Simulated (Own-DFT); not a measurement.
# PBE against PBEsol on the same cells

All numbers below are calculated, not measured. They come from Own-DFT, an in-house plane-wave density functional program, since retired, whose code no person has reviewed. Each row is one single-point run on a periodic cell that was not relaxed, without spin or spin-orbit coupling.

Known limits, some of them of some rows only: forces on such cells failed a check on a denser k mesh; forces on such cells moved up to 12 meV/angstrom on a denser k mesh; forces on such cells passed a denser k mesh, each cell not checked; stress not checked against mesh or cutoff.

Each cell was run twice at the same cutoff, k mesh and smearing, with PBE and with PBEsol, on PseudoDojo norm-conserving files made for PBE. Atoms were moved at random from their sites; u is the rms move along one axis. Files made for PBEsol would give a somewhat different change.

```
cell,atoms,volume (Å³/atom),u (Å),cutoff (hartree),P with PBE (GPa),P with PBEsol (GPa),change (GPa)
C40 NbSi2 with two Si on a Nb site each (Nb10Si26),36,14.64,0.027,42,1.54,-1.81,-3.35
C40 NbSi2 with two Si on a Nb site each (Nb10Si26),36,14.64,0.051,42,2.32,-1.03,-3.34
C40 NbSi2 with two Si on a Nb site each (Nb10Si26),36,14.64,0.029,42,1.57,-1.78,-3.35
C49 TiSi2 (Si40Ti20),60,14.38,0.052,42,1.28,-1.98,-3.26
C49 TiSi2 (Si40Ti20),60,14.52,0.047,42,-0.79,-4.02,-3.24
C49 TiSi2 (Si40Ti20),60,14.11,0.046,42,3.45,0.11,-3.34
diamond-structure SiGe with randomly placed atoms (Ge48Si16),64,21.97,0.060,42,3.93,1.22,-2.71
diamond-structure SiGe with randomly placed atoms (Ge48Si16),64,21.97,0.063,42,4.06,1.34,-2.72
diamond-structure SiGe with randomly placed atoms (Ge48Si16),64,21.97,0.000,42,3.13,0.42,-2.71
zincblende InGaAs with randomly placed atoms (As32Ga24In8),64,23.01,0.051,42,7.93,4.70,-3.22
zincblende InGaAs with randomly placed atoms (As32Ga24In8),64,24.41,0.051,42,3.08,0.20,-2.88
zincblende InGaAs with randomly placed atoms (As32Ga24In8),64,23.96,0.053,42,4.51,?,?
```

## Worked reading

Mean change of pressure by composition, in GPa: Nb5Si13, -3.35; Si2Ti, -3.28; As4Ga3In, -3.05; Ge3Si, -2.71. At a fixed cell PBEsol gives the lower pressure, because it favours a smaller volume than PBE. Here the change varies more between materials than between cells of one material.

## Withheld value

Question: what PBEsol pressure should the As32Ga24In8 cell with the blank give?

Adding the mean change of the cells with its composition, -3.05 GPa, to 4.51 gives 1.5 GPa. The calculation gave 1.53 GPa.
